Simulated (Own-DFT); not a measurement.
# Point defects and the pressure they add: C11b WSi2

Everything here is calculated. The program is Own-DFT (plane waves, in-house, since retired, never reviewed by a person); positions were held fixed, and spin and spin-orbit coupling were off.

Common settings: PBE; PseudoDojo norm-conserving scalar-relativistic files; cutoff 50 hartree; 5 x 5 x 5 k mesh centred on Gamma; cold (Marzari-Vanderbilt) smearing of 0.2 eV.

Known weak points: forces on such cells failed a check on a denser k mesh; stress not checked against mesh or cutoff.

All runs share one cell, with vectors in Å (-2.148, -5.953, 3.409); (-6.444, 2.976, 1.136); (-2.553, -2.948, -6.757) and a volume of 403.2 Å³. The atoms are randomly displaced, by u rms on each axis. The defect's site can differ from row to row.

```
              cell  formula   u (Å)  P (GPa)
         no defect  Si20W10  0.0160     4.34
         no defect  Si20W10  0.0215     4.26
         no defect  Si20W10  0.0480     5.93
     one W vacancy   Si20W9  0.0287     3.17
     one W vacancy   Si20W9  0.0313     3.57
     one W vacancy   Si20W9  0.0531     5.29
one W on a Si site  Si19W11  0.0293     9.66
one W on a Si site  Si19W11  0.0472    10.56
one W on a Si site  Si19W11  0.0535    11.05
    one Si vacancy  Si19W10  0.0314     3.29
    one Si vacancy  Si19W10  0.0329        ?
    one Si vacancy  Si19W10  0.0481     4.21
    one Si vacancy  Si19W10  0.0502     3.68
one Si on a W site   Si21W9  0.0310     6.47
one Si on a W site   Si21W9  0.0452     7.31
one Si on a W site   Si21W9  0.0535     7.42
```

## What the rows give

P = P0 + c u² + a shift for each defect gives P0 = 4.11 GPa, c = 731 ± 90 GPa/Å² and a scatter of 0.29 GPa. The shifts, and each times the cell's volume:

- one W on a Si site: 4.87 ± 0.25 GPa, 12.3 eV
- one Si on a W site: 1.53 ± 0.25 GPa, 3.9 eV
- one W vacancy: -1.22 ± 0.24 GPa, -3.1 eV
- one Si vacancy: -1.80 ± 0.25 GPa, -4.5 eV

Positive is outwards. The product with the volume (160.2 GPa Å³ to the eV) is nearly free of the cell's size; divided by the bulk modulus at the cell's pressure it gives the volume that the defect adds. The atoms around the defects weren't relaxed, which would change these numbers.

## Prediction

Asked: what pressure belongs in the blank (one Si vacancy, u = 0.0329 Å)?

The fit gives 3.10 ± 0.34 GPa. DFT gave 2.97 GPa.
